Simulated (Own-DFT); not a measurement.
## Calculated data, GaP (zincblende, atoms displaced)

Computed with Own-DFT development build. A calculation, not a measurement: plane-wave PBE density functional theory by an unreviewed code, no spin, of a simulated periodic cell, stress positive in tension, free energy of the whole cell less one offset for each atom, forces on such cells passed a denser k mesh, this cell's mesh not checked; offsets are fitted by least squares, one for each functional and potential file, so energies compare only between cells with the same atoms and settings and are not formation energies; the far tail of each file's local potential was reset to the Coulomb form; each entry is a single point on an unrelaxed cell, so the pressure reflects the starting lattice, mostly measured values (interpolated for alloys), from which strain is counted, and rises with the displacements; printed positions are rounded, which can move forces by about a meV/angstrom; the program, named Own-DFT, is a retired in-house code; no spin-orbit coupling; before rounding, a Quantum ESPRESSO 7.3.1 run of the same cell and cutoff gave forces within 1 meV/angstrom rms on each cell, which checks the program and not the settings.

Settings shared by all entries: functional PBE; potential files PseudoDojo norm-conserving, scalar-relativistic, standard set; wave cutoff 42 hartree; occupations Fermi-Dirac; smearing width 0.1 eV; k mesh 2 x 3 x 3 centred on Gamma.

```json
{"entry": 1, "formula": "GaP", "kind": "zincblende, atoms displaced", "structure": {"cell_angstrom": [[16.3515, 0.0, 0.0], [0.0, 10.901, 0.0], [0.0, 0.0, 10.901]], "atoms_fractional": [["Ga", 0.0041, 0.00073, 0.00531], ["Ga", 0.99837, 0.24488, 0.24665], ["Ga", 0.16972, 0.99556, 0.25218], ["Ga", 0.16712, 0.24866, 0.99558], ["P", 0.08348, 0.12908, 0.12913], ["P", 0.08081, 0.37502, 0.37264], ["P", 0.24299, 0.12209, 0.37859], ["P", 0.24831, 0.37588, 0.12462], ["Ga", 0.99728, 0.00033, 0.50472], ["Ga", 0.9946, 0.24475, 0.74436], ["Ga", 0.16897, 0.00681, 0.75133], ["Ga", 0.16966, 0.24574, 0.49258], ["P", 0.0855, 0.12456, 0.62603], ["P", 0.08152, 0.37882, 0.86725], ["P", 0.24761, 0.11825, 0.87608], ["P", 0.24534, 0.37678, 0.62801], ["Ga", 0.99676, 0.50184, 0.00039], ["Ga", 0.00127, 0.74535, 0.25347], ["Ga", 0.17091, 0.49682, 0.25575], ["Ga", 0.16883, 0.75612, 0.99199], ["P", 0.08544, 0.62369, 0.1265], ["P", 0.08526, 0.87801, 0.37101], ["P", 0.25275, 0.62281, 0.37409], ["P", 0.24819, 0.88015, 0.11992], ["Ga", 0.00092, 0.49961, 0.50004], ["Ga", 0.99499, 0.74434, 0.74483], ["Ga", 0.16535, 0.50895, 0.7429], ["Ga", 0.16748, 0.7439, 0.49673], ["P", 0.08333, 0.61747, 0.61054], ["P", 0.08463, 0.88146, 0.87281], ["P", 0.2506, 0.62079, 0.87509], ["P", 0.25115, 0.87289, 0.63391], ["Ga", 0.33172, 0.99327, 0.99327], ["Ga", 0.33669, 0.25162, 0.25345], ["Ga", 0.5011, 0.99631, 0.2448], ["Ga", 0.49726, 0.25065, 0.00522], ["P", 0.41423, 0.12817, 0.13172], ["P", 0.4079, 0.38103, 0.37673], ["P", 0.58356, 0.11571, 0.37565], ["P", 0.57684, 0.37694, 0.12424], ["Ga", 0.33308, 0.99926, 0.4971], ["Ga", 0.33535, 0.25289, 0.74684], ["Ga", 0.49801, 0.99833, 0.75734], ["Ga", 0.50406, 0.25852, 0.50262], ["P", 0.41171, 0.13439, 0.62592], ["P", 0.41169, 0.36343, 0.87624], ["P", 0.58622, 0.13371, 0.87572], ["P", 0.58501, 0.37238, 0.61456], ["Ga", 0.33501, 0.49715, 0.00933], ["Ga", 0.33414, 0.75002, 0.257], ["Ga", 0.50352, 0.49638, 0.24793], ["Ga", 0.49913, 0.74765, 0.99428], ["P", 0.41705, 0.62996, 0.12503], ["P", 0.41763, 0.88206, 0.37418], ["P", 0.58392, 0.6267, 0.37946], ["P", 0.58241, 0.8744, 0.11966], ["Ga", 0.3374, 0.49964, 0.4983], ["Ga", 0.33439, 0.75517, 0.7483], ["Ga", 0.50537, 0.50239, 0.7524], ["Ga", 0.50002, 0.74401, 0.4982], ["P", 0.41425, 0.62106, 0.62335], ["P", 0.42013, 0.86882, 0.87587], ["P", 0.58562, 0.63575, 0.88097], ["P", 0.58396, 0.87399, 0.61876], ["Ga", 0.66468, 0.00239, 0.006], ["Ga", 0.66042, 0.2511, 0.25125], ["Ga", 0.83707, 0.9998, 0.2552], ["Ga", 0.83605, 0.2465, 0.99949], ["P", 0.74454, 0.12532, 0.12054], ["P", 0.74589, 0.37927, 0.37487], ["P", 0.91677, 0.1278, 0.36877], ["P", 0.91798, 0.37624, 0.1217], ["Ga", 0.67179, 0.00141, 0.50675], ["Ga", 0.66834, 0.24744, 0.74644], ["Ga", 0.83444, 0.9944, 0.7505], ["Ga", 0.83235, 0.25228, 0.50219], ["P", 0.75068, 0.12139, 0.63075], ["P", 0.74848, 0.3728, 0.86584], ["P", 0.91937, 0.13436, 0.88212], ["P", 0.91916, 0.36822, 0.62825], ["Ga", 0.66829, 0.50117, 0.9958], ["Ga", 0.66174, 0.7524, 0.25497], ["Ga", 0.83086, 0.50446, 0.25267], ["Ga", 0.83133, 0.7447, 0.00257], ["P", 0.75227, 0.62184, 0.12472], ["P", 0.7521, 0.87894, 0.37237], ["P", 0.91652, 0.6237, 0.38097], ["P", 0.92069, 0.87435, 0.12934], ["Ga", 0.66703, 0.49849, 0.50121], ["Ga", 0.66221, 0.73979, 0.74987], ["Ga", 0.83016, 0.49947, 0.75277], ["Ga", 0.83329, 0.75591, 0.50215], ["P", 0.75127, 0.62061, 0.62532], ["P", 0.74799, 0.87919, 0.87497], ["P", 0.92007, 0.61548, 0.87755], ["P", 0.9166, 0.8781, 0.61504]]}, "results": {"free_energy_of_cell_above_offsets [eV]": "-49.733", "pressure [GPa]": 3.28, "stress_xx [GPa]": -3.26, "stress_yy [GPa]": -3.27, "stress_zz [GPa]": -3.33, "stress_yz [GPa]": -0.45, "stress_xz [GPa]": 0.31, "stress_xy [GPa]": -0.25, "force_element": ["Ga", "Ga", "Ga", "Ga", "P", "P", "P", "P", "Ga", "Ga", "Ga", "Ga", "P", "P", "P", "P", "Ga", "Ga", "Ga", "Ga", "P", "P", "P", "P", "Ga", "Ga", "Ga", "Ga", "P", "P", "P", "P", "Ga", "Ga", "Ga", "Ga", "P", "P", "P", "P", "Ga", "Ga", "Ga", "Ga", "P", "P", "P", "P", "Ga", "Ga", "Ga", "Ga", "P", "P", "P", "P", "Ga", "Ga", "Ga", "Ga", "P", "P", "P", "P", "Ga", "Ga", "Ga", "Ga", "P", "P", "P", "P", "Ga", "Ga", "Ga", "Ga", "P", "P", "P", "P", "Ga", "Ga", "Ga", "Ga", "P", "P", "P", "P", "Ga", "Ga", "Ga", "Ga", "P", "P", "P", "P"], "force_x [eV/angstrom]": [-0.273, 0.225, -0.628, -0.534, 0.78, 0.294, 2.041, 0.324, 1.237, 1.523, -0.591, -1.301, -0.432, 0.044, 1.118, 0.801, 1.681, 0.225, -0.801, -0.44, 0.162, -0.462, 0.02, 0.614, -0.762, 0.911, -0.117, 0.155, -0.055, -0.664, 0.428, -0.539, 0.527, -1.537, -0.185, -0.141, 0.299, 2.525, -0.141, 1.436, -0.369, -1.762, 0.558, -1.596, 1.329, 1.16, -0.817, 0.569, -0.132, -0.146, -1.188, -0.126, 0.29, 0.116, -0.047, -0.185, -1.743, 0.055, -0.676, -0.599, 0.827, -0.705, -0.381, -0.327, -0.016, 0.334, -0.503, -1.11, 1.202, 0.472, -0.188, -0.782, -0.409, -0.422, 0.467, -0.087, 0.625, 0.065, -0.004, -1.005, -0.074, 0.811, 0.725, 0.699, -1.142, -0.508, -0.278, -0.599, 0.165, 1.134, 0.948, -0.497, -0.152, -0.067, -1.394, -0.279], "force_y [eV/angstrom]": [0.143, 1.042, 0.593, 0.475, -0.557, -0.438, -0.334, -0.701, 0.761, 0.048, -0.838, 1.276, 0.12, -0.293, 1.233, -0.196, -0.709, 0.052, 0.136, -0.67, 0.114, -0.576, 0.094, -0.941, -1.126, 0.34, -0.584, 0.933, 1.429, -0.678, 0.517, 0.427, 0.598, -0.196, 0.427, -0.446, -0.979, -0.866, 0.795, -0.169, 0.326, -0.192, 0.805, -1.416, -1.258, 1.763, -0.826, 0.87, 0.106, 0.645, 0.991, 0.245, -0.37, -0.936, -0.726, -0.424, 0.273, -1.184, -0.518, 0.773, 0.52, 0.605, -1.909, -0.124, -0.103, -0.189, 0.138, 0.8, 0.495, -0.685, -0.007, -0.083, -0.336, 0.281, 0.592, -0.152, 0.393, -0.06, -2.008, 1.32, -0.435, 0.029, -0.675, 0.878, 0.41, -0.427, 0.228, -0.251, 0.523, 1.577, -0.258, -0.748, 0.633, -0.984, 1.369, -0.56], "force_z [eV/angstrom]": [-0.157, -0.046, -0.684, 0.042, -0.319, 0.039, -0.977, 0.288, -1.167, 0.741, -0.475, 1.191, -0.386, 0.266, -0.046, -0.755, 0.486, -0.108, -0.535, 0.419, -0.267, 0.91, 0.377, 0.679, -0.434, 0.019, 0.686, -0.017, 1.391, -0.529, -0.071, -1.374, 0.578, -0.019, 0.094, -0.477, -0.896, -0.627, 0.331, -0.529, 0.723, 0.243, -0.934, -1.311, -0.629, 0.43, 0.314, 1.965, -0.781, -0.823, 0.818, 1.213, 0.317, 0.138, -0.527, 0.282, 1.101, 0.511, 0.039, 0.311, 0.622, -0.197, -0.211, 0.835, -1.094, -0.121, -1.2, 0.432, 1.149, -0.256, 1.374, 0.754, -0.677, -0.259, 0.581, -0.354, -0.382, 1.164, -0.779, -0.78, 0.336, -0.588, 0.014, -0.499, 0.365, 0.381, -0.226, -0.398, -0.178, -0.846, -0.342, -0.557, -0.058, 0.127, -0.797, 1.622]}}
{"entry": 2, "formula": "GaP", "kind": "zincblende, atoms displaced", "structure": {"cell_angstrom": [[16.3515, 0.0, 0.0], [0.0, 10.901, 0.0], [0.0, 0.0, 10.901]], "atoms_fractional": [["Ga", 0.00219, 0.00272, 0.00113], ["Ga", 0.00147, 0.24654, 0.24443], ["Ga", 0.16728, 0.99549, 0.24208], ["Ga", 0.16606, 0.24527, 0.00322], ["P", 0.08333, 0.12355, 0.12358], ["P", 0.08301, 0.37153, 0.37015], ["P", 0.24611, 0.11954, 0.37986], ["P", 0.24634, 0.37164, 0.12216], ["Ga", 0.99999, 0.99823, 0.4965], ["Ga", 0.00224, 0.24767, 0.75159], ["Ga", 0.16575, 0.99686, 0.7516], ["Ga", 0.1658, 0.25502, 0.5023], ["P", 0.08337, 0.12988, 0.62933], ["P", 0.08374, 0.36784, 0.87871], ["P", 0.24458, 0.12961, 0.87475], ["P", 0.24671, 0.37017, 0.62948], ["Ga", 0.00259, 0.50809, 0.00047], ["Ga", 0.00218, 0.74952, 0.25548], ["Ga", 0.16706, 0.50086, 0.25045], ["Ga", 0.16769, 0.75115, 0.00079], ["P", 0.08201, 0.62234, 0.1198], ["P", 0.0864, 0.87525, 0.38199], ["P", 0.24904, 0.62703, 0.37841], ["P", 0.25046, 0.8633, 0.12379], ["Ga", 0.99879, 0.50787, 0.49536], ["Ga", 0.99764, 0.75703, 0.75317], ["Ga", 0.16306, 0.49782, 0.75372], ["Ga", 0.16173, 0.75137, 0.50252], ["P", 0.08678, 0.62347, 0.62692], ["P", 0.07987, 0.86742, 0.87672], ["P", 0.25415, 0.63246, 0.87255], ["P", 0.25166, 0.87051, 0.6269], ["Ga", 0.3317, 0.00286, 0.99166], ["Ga", 0.33164, 0.25136, 0.24478], ["Ga", 0.49528, 0.99875, 0.2497], ["Ga", 0.49697, 0.25136, 0.99572], ["P", 0.41339, 0.13171, 0.12405], ["P", 0.41822, 0.37624, 0.36814], ["P", 0.58881, 0.12633, 0.37269], ["P", 0.58132, 0.3696, 0.12441], ["Ga", 0.33288, 0.99449, 0.50076], ["Ga", 0.33343, 0.2408, 0.74486], ["Ga", 0.50116, 7e-05, 0.75638], ["Ga", 0.49932, 0.24877, 0.49935], ["P", 0.41918, 0.12169, 0.62345], ["P", 0.41504, 0.37351, 0.86137], ["P", 0.58617, 0.1268, 0.87372], ["P", 0.58095, 0.37149, 0.63264], ["Ga", 0.33639, 0.49877, 0.00458], ["Ga", 0.33657, 0.75529, 0.25408], ["Ga", 0.49872, 0.49061, 0.24904], ["Ga", 0.50922, 0.74596, 0.00212], ["P", 0.4196, 0.61479, 0.13287], ["P", 0.417, 0.86977, 0.38134], ["P", 0.58466, 0.62132, 0.37508], ["P", 0.58464, 0.87388, 0.13155], ["Ga", 0.3331, 0.50149, 0.49504], ["Ga", 0.34153, 0.74951, 0.75023], ["Ga", 0.50373, 0.49211, 0.74391], ["Ga", 0.49846, 0.74856, 0.50155], ["P", 0.41216, 0.6308, 0.61885], ["P", 0.41383, 0.87311, 0.87393], ["P", 0.58154, 0.63002, 0.86535], ["P", 0.58679, 0.87488, 0.62075], ["Ga", 0.67057, 0.00482, 0.9928], ["Ga", 0.66798, 0.25172, 0.25968], ["Ga", 0.83539, 0.00207, 0.24948], ["Ga", 0.8341, 0.24798, 0.00951], ["P", 0.74997, 0.12536, 0.12972], ["P", 0.74404, 0.36354, 0.37098], ["P", 0.91698, 0.1177, 0.37724], ["P", 0.91264, 0.37569, 0.13054], ["Ga", 0.66173, 0.99638, 0.49325], ["Ga", 0.66643, 0.24467, 0.74878], ["Ga", 0.83219, 0.01647, 0.75634], ["Ga", 0.83374, 0.25156, 0.50276], ["P", 0.74955, 0.12796, 0.62795], ["P", 0.75273, 0.37664, 0.87057], ["P", 0.91727, 0.12894, 0.87707], ["P", 0.91738, 0.37944, 0.62601], ["Ga", 0.66506, 0.50489, 0.00099], ["Ga", 0.66487, 0.74517, 0.25843], ["Ga", 0.83421, 0.49497, 0.24995], ["Ga", 0.8347, 0.74941, 0.99626], ["P", 0.74998, 0.62408, 0.12197], ["P", 0.74881, 0.87235, 0.37005], ["P", 0.91907, 0.62576, 0.38523], ["P", 0.91645, 0.87034, 0.1298], ["Ga", 0.66734, 0.50526, 0.49669], ["Ga", 0.66901, 0.75178, 0.74863], ["Ga", 0.83268, 0.49739, 0.75182], ["Ga", 0.83608, 0.74973, 0.49278], ["P", 0.75387, 0.62244, 0.61839], ["P", 0.74717, 0.87765, 0.87876], ["P", 0.91477, 0.62324, 0.88188], ["P", 0.91447, 0.87832, 0.62512]]}, "results": {"free_energy_of_cell_above_offsets [eV]": "-50.282", "pressure [GPa]": 3.23, "stress_xx [GPa]": -3.27, "stress_yy [GPa]": -3.2, "stress_zz [GPa]": -3.21, "stress_yz [GPa]": -0.38, "stress_xz [GPa]": -0.35, "stress_xy [GPa]": 0.07, "force_element": ["Ga", "Ga", "Ga", "Ga", "P", "P", "P", "P", "Ga", "Ga", "Ga", "Ga", "P", "P", "P", "P", "Ga", "Ga", "Ga", "Ga", "P", "P", "P", "P", "Ga", "Ga", "Ga", "Ga", "P", "P", "P", "P", "Ga", "Ga", "Ga", "Ga", "P", "P", "P", "P", "Ga", "Ga", "Ga", "Ga", "P", "P", "P", "P", "Ga", "Ga", "Ga", "Ga", "P", "P", "P", "P", "Ga", "Ga", "Ga", "Ga", "P", "P", "P", "P", "Ga", "Ga", "Ga", "Ga", "P", "P", "P", "P", "Ga", "Ga", "Ga", "Ga", "P", "P", "P", "P", "Ga", "Ga", "Ga", "Ga", "P", "P", "P", "P", "Ga", "Ga", "Ga", "Ga", "P", "P", "P", "P"], "force_x [eV/angstrom]": [-0.678, -0.667, 0.222, -0.151, 0.188, -0.238, 0.515, 0.455, 0.26, -0.619, -0.139, -0.186, 0.036, -0.368, 0.684, 0.842, -0.771, 0.047, -0.042, -0.272, 0.831, -0.453, -0.201, 0.495, 1.195, -0.45, 0.846, 1.194, -1.184, 0.805, -0.373, -0.26, -0.297, -0.625, 0.364, 0.147, 0.315, -0.81, -1.805, 0.59, -0.197, -0.313, 0.14, 0.252, -0.203, -0.089, -0.684, 1.227, -0.445, -0.25, 1.176, -1.306, -0.171, 0.166, -1.184, 0.175, -0.345, -1.318, -1.306, 0.899, 1.136, 1.373, 0.441, -0.916, -0.744, -1.114, -0.369, -0.374, -0.231, 2.062, 0.017, 1.531, 1.309, 0.346, -0.098, 0.089, -0.28, -0.918, 0.321, 0.413, -0.09, 0.437, -0.794, -0.496, 0.102, 0.451, -0.695, 0.302, -0.046, 0.306, 0.364, -0.677, -0.132, 1.155, 0.335, -0.184], "force_y [eV/angstrom]": [-0.766, 0.126, -0.081, 0.427, -0.276, 0.506, 0.444, 0.569, 0.173, 0.557, -0.164, -0.496, -0.968, 0.854, -0.768, 0.769, -1.591, -0.119, 0.019, -0.753, 0.813, 0.262, 0.218, 1.467, -1.417, -1.163, 0.091, -0.366, 0.209, 1.191, -1.02, 0.15, -0.116, -0.12, 0.262, 0.076, -1.089, -0.827, -0.349, 0.171, 0.334, 0.337, -0.357, 0.16, -0.394, 0.1, -0.148, -0.319, -0.104, -1.221, 0.54, 0.296, 1.418, 0.947, -0.117, 0.479, -0.6, 0.125, 1.535, -0.215, -1.402, 0.327, -0.847, -0.134, -0.066, -0.992, -0.56, 0.386, -0.026, 2.352, 1.137, -0.135, 0.159, 0.94, -1.433, -0.128, -0.52, -0.706, 0.115, -0.316, -0.596, 0.067, 0.697, 0.4, 0.277, 0.384, 0.066, 0.447, -1.163, -0.142, 0.533, 0.733, 0.428, -0.335, 0.105, 0.246], "force_z [eV/angstrom]": [-0.156, 0.642, 0.68, -0.084, 0.159, 0.362, -0.677, 0.188, 1.018, -0.154, -0.171, -0.249, -0.73, 0.216, -0.273, -0.369, -0.251, -0.149, -0.114, -0.538, 1.23, -1.193, -0.543, 0.017, 1.124, -0.666, 0.331, 0.4, 0.213, 0.36, 0.376, 0.21, 0.667, 0.93, 0.053, -0.253, -0.42, 1.162, 0.146, -0.157, 0.203, -0.002, -0.563, -0.201, -0.093, 1.128, 0.493, -1.82, -0.78, -0.211, 0.027, 0.349, -0.725, -0.556, 0.048, -0.528, 0.424, -0.244, 0.418, 0.029, 0.304, 0.877, 0.264, 0.658, 1.43, -2.44, -0.05, -0.764, -0.194, 1.75, -0.259, -0.754, 0.446, 0.256, -0.336, -0.131, -1.051, 1.054, 0.665, -0.162, -0.562, -1.031, 0.789, 0.695, 0.722, 0.424, -2.202, -0.439, 0.561, -0.563, -0.355, 0.855, 0.651, -0.819, -1.275, 0.252]}}
{"entry": 3, "formula": "GaP", "kind": "zincblende, atoms displaced", "structure": {"cell_angstrom": [[16.3515, 0.0, 0.0], [0.0, 10.901, 0.0], [0.0, 0.0, 10.901]], "atoms_fractional": [["Ga", 0.00081, 0.00238, 0.99534], ["Ga", 0.00087, 0.24716, 0.25018], ["Ga", 0.16595, 0.99503, 0.25372], ["Ga", 0.16983, 0.25785, 0.99816], ["P", 0.08377, 0.13295, 0.12453], ["P", 0.08558, 0.37252, 0.37259], ["P", 0.25514, 0.12385, 0.3737], ["P", 0.25324, 0.36799, 0.13274], ["Ga", 0.00253, 0.00041, 0.49535], ["Ga", 0.99982, 0.24816, 0.74839], ["Ga", 0.16941, 0.00333, 0.75314], ["Ga", 0.16679, 0.25283, 0.5028], ["P", 0.08654, 0.12681, 0.62287], ["P", 0.08456, 0.36832, 0.87875], ["P", 0.24984, 0.12362, 0.87056], ["P", 0.24807, 0.38181, 0.62943], ["Ga", 0.99545, 0.50299, 0.00744], ["Ga", 0.00156, 0.7507, 0.25011], ["Ga", 0.17089, 0.50107, 0.24943], ["Ga", 0.16819, 0.74218, 0.98637], ["P", 0.08389, 0.62406, 0.12629], ["P", 0.08555, 0.86258, 0.37609], ["P", 0.25181, 0.6247, 0.37526], ["P", 0.25303, 0.87387, 0.12168], ["Ga", 0.0039, 0.49901, 0.48854], ["Ga", 0.99732, 0.74714, 0.75344], ["Ga", 0.17419, 0.49781, 0.74295], ["Ga", 0.16603, 0.75486, 0.50106], ["P", 0.08665, 0.62131, 0.62875], ["P", 0.08034, 0.87478, 0.87808], ["P", 0.24637, 0.62136, 0.87595], ["P", 0.24267, 0.87832, 0.62292], ["Ga", 0.33409, 0.99909, 0.00682], ["Ga", 0.33605, 0.24449, 0.25377], ["Ga", 0.49742, 0.99758, 0.24278], ["Ga", 0.50155, 0.24101, 0.9949], ["P", 0.41279, 0.13003, 0.12666], ["P", 0.42147, 0.38373, 0.38065], ["P", 0.58644, 0.12535, 0.37038], ["P", 0.58615, 0.37984, 0.12723], ["Ga", 0.33404, 0.99849, 0.50161], ["Ga", 0.33245, 0.25631, 0.74919], ["Ga", 0.50228, 0.99769, 0.74826], ["Ga", 0.50101, 0.24967, 0.4975], ["P", 0.41159, 0.12499, 0.62259], ["P", 0.41369, 0.37675, 0.87809], ["P", 0.58322, 0.12769, 0.87493], ["P", 0.58385, 0.37375, 0.63251], ["Ga", 0.34053, 0.50298, 0.00154], ["Ga", 0.333, 0.74982, 0.24637], ["Ga", 0.50179, 0.50198, 0.26069], ["Ga", 0.49405, 0.74749, 0.99786], ["P", 0.41368, 0.62879, 0.13286], ["P", 0.4116, 0.87207, 0.37786], ["P", 0.58158, 0.63115, 0.38146], ["P", 0.58367, 0.87698, 0.125], ["Ga", 0.331, 0.50466, 0.4944], ["Ga", 0.33687, 0.75339, 0.7519], ["Ga", 0.5029, 0.49749, 0.75254], ["Ga", 0.50998, 0.75001, 0.49567], ["P", 0.41624, 0.61959, 0.62263], ["P", 0.4161, 0.8682, 0.87941], ["P", 0.58085, 0.62012, 0.87272], ["P", 0.57842, 0.86966, 0.62093], ["Ga", 0.66846, 0.99581, 0.9912], ["Ga", 0.66585, 0.24808, 0.25888], ["Ga", 0.82843, 0.99865, 0.25267], ["Ga", 0.8371, 0.25418, 0.99183], ["P", 0.75315, 0.12599, 0.12442], ["P", 0.74827, 0.36471, 0.37567], ["P", 0.91621, 0.11921, 0.36999], ["P", 0.91408, 0.36682, 0.1209], ["Ga", 0.66807, 0.00053, 0.49866], ["Ga", 0.66595, 0.26054, 0.74756], ["Ga", 0.83048, 0.00495, 0.75688], ["Ga", 0.8288, 0.24584, 0.50578], ["P", 0.74893, 0.12134, 0.6276], ["P", 0.75021, 0.3773, 0.88229], ["P", 0.91861, 0.12709, 0.87513], ["P", 0.91784, 0.3688, 0.62286], ["Ga", 0.67277, 0.49796, 0.99589], ["Ga", 0.66502, 0.74769, 0.25214], ["Ga", 0.83409, 0.50228, 0.25096], ["Ga", 0.82729, 0.74919, 0.0077], ["P", 0.74945, 0.6286, 0.12246], ["P", 0.754, 0.87335, 0.37371], ["P", 0.91565, 0.61771, 0.37232], ["P", 0.91115, 0.87878, 0.12368], ["Ga", 0.66483, 0.50509, 0.50081], ["Ga", 0.66585, 0.75379, 0.74562], ["Ga", 0.83175, 0.49774, 0.75371], ["Ga", 0.83537, 0.75225, 0.51047], ["P", 0.75287, 0.62778, 0.62366], ["P", 0.75493, 0.87952, 0.87464], ["P", 0.91684, 0.62287, 0.86692], ["P", 0.92066, 0.88104, 0.6217]]}, "results": {"free_energy_of_cell_above_offsets [eV]": "-49.548", "pressure [GPa]": 3.35, "stress_xx [GPa]": -3.28, "stress_yy [GPa]": -3.41, "stress_zz [GPa]": -3.35, "stress_yz [GPa]": -0.5, "stress_xz [GPa]": -0.08, "stress_xy [GPa]": 0.22, "force_element": ["Ga", "Ga", "Ga", "Ga", "P", "P", "P", "P", "Ga", "Ga", "Ga", "Ga", "P", "P", "P", "P", "Ga", "Ga", "Ga", "Ga", "P", "P", "P", "P", "Ga", "Ga", "Ga", "Ga", "P", "P", "P", "P", "Ga", "Ga", "Ga", "Ga", "P", "P", "P", "P", "Ga", "Ga", "Ga", "Ga", "P", "P", "P", "P", "Ga", "Ga", "Ga", "Ga", "P", "P", "P", "P", "Ga", "Ga", "Ga", "Ga", "P", "P", "P", "P", "Ga", "Ga", "Ga", "Ga", "P", "P", "P", "P", "Ga", "Ga", "Ga", "Ga", "P", "P", "P", "P", "Ga", "Ga", "Ga", "Ga", "P", "P", "P", "P", "Ga", "Ga", "Ga", "Ga", "P", "P", "P", "P"], "force_x [eV/angstrom]": [-0.177, -0.37, 0.127, 0.23, 0.467, 0.148, -1.026, 0.311, 0.343, 0.483, -1.104, 0.537, -0.448, -0.468, 0.739, 1.474, 0.537, -0.873, -0.339, -0.862, 0.247, -0.601, -0.668, -1.215, -0.186, 0.707, -2.073, 0.291, -0.622, 0.591, 1.899, 1.577, -0.091, 0.118, -0.219, -0.615, 1.167, -0.938, -1.246, -0.335, -0.664, -0.128, -0.834, 0.12, 1.085, 1.091, 0.706, -0.461, -1.419, -0.572, 0.16, 1.181, 1.252, 1.303, 1.383, -0.068, 0.336, -1.038, -1.151, -3.238, 0.588, 0.051, 0.898, 1.428, -0.103, 0.313, 0.646, -0.568, -0.728, 0.366, -0.12, 0.423, -0.245, 0.78, 1.202, 0.968, -0.524, 0.378, -0.209, -0.274, -1.446, 0.241, -0.583, 1.462, -0.633, -0.899, 0.3, 0.988, 0.522, 0.168, 0.356, 0.504, -0.648, -1.006, -0.729, -0.426], "force_y [eV/angstrom]": [0.067, 0.196, 0.414, -0.903, -1.161, 0.029, -0.13, 0.947, 0.122, 0.074, -0.401, -0.154, -0.435, 1.425, 0.481, -1.39, -0.475, -0.241, -0.288, 1.106, 0.163, 1.478, 0.79, -0.396, -0.113, 0.521, 0.599, -1.516, 0.343, -0.086, -0.445, -0.141, 0.31, 1.14, 0.21, 1.368, -0.623, -1.186, -0.86, -0.461, -0.173, -0.389, 0.27, -0.271, 0.275, -0.531, -0.668, 0.574, -0.095, 0.412, 0.28, -0.468, -0.76, -0.063, -1.33, -0.601, -0.507, -0.684, -0.08, 0.332, 0.728, 1.615, 0.835, 1.385, 0.765, 0.177, 0.347, -0.953, 0.225, 1.704, 0.549, 1.117, -0.47, -1.172, 0.039, -0.153, 0.364, -0.722, -0.182, 0.812, 0.86, 0.513, -1.076, 0.389, -0.952, -0.58, 1.293, -0.27, -0.733, -0.309, -0.255, 0.036, -0.488, -1.251, 0.083, -0.167], "force_z [eV/angstrom]": [1.13, 0.052, -0.581, 0.373, -0.178, -0.308, 0.644, -0.724, -0.123, -0.003, -0.231, -0.362, 0.204, -0.73, 1.014, -1.886, -0.679, -0.542, -0.054, 1.619, -0.263, -0.34, -0.282, 0.113, 1.16, -0.841, 1.731, 0.383, -0.552, -0.659, -0.711, 0.561, -0.904, 0.55, 0.779, 1.051, -0.57, -0.161, 0.701, -0.075, 0.01, 0.041, 0.191, 0.405, 0.501, -0.386, -0.872, -1.49, 0.607, 0.699, -1.268, 0.816, -0.421, -0.286, -1.422, -0.632, 0.851, -0.755, -0.266, 0.643, 0.167, -0.463, 0.596, 0.613, 1.066, -1.859, -0.65, 0.61, -0.433, 0.487, 0.633, 1.013, -0.098, 0.802, -0.842, -0.489, 0.392, -1.423, -0.457, -0.08, 0.918, -0.153, -0.534, -1.178, 0.953, 0.758, 0.553, 0.151, 0.138, 0.505, -0.786, -1.104, 0.531, -0.16, 1.593, 0.956]}}
```
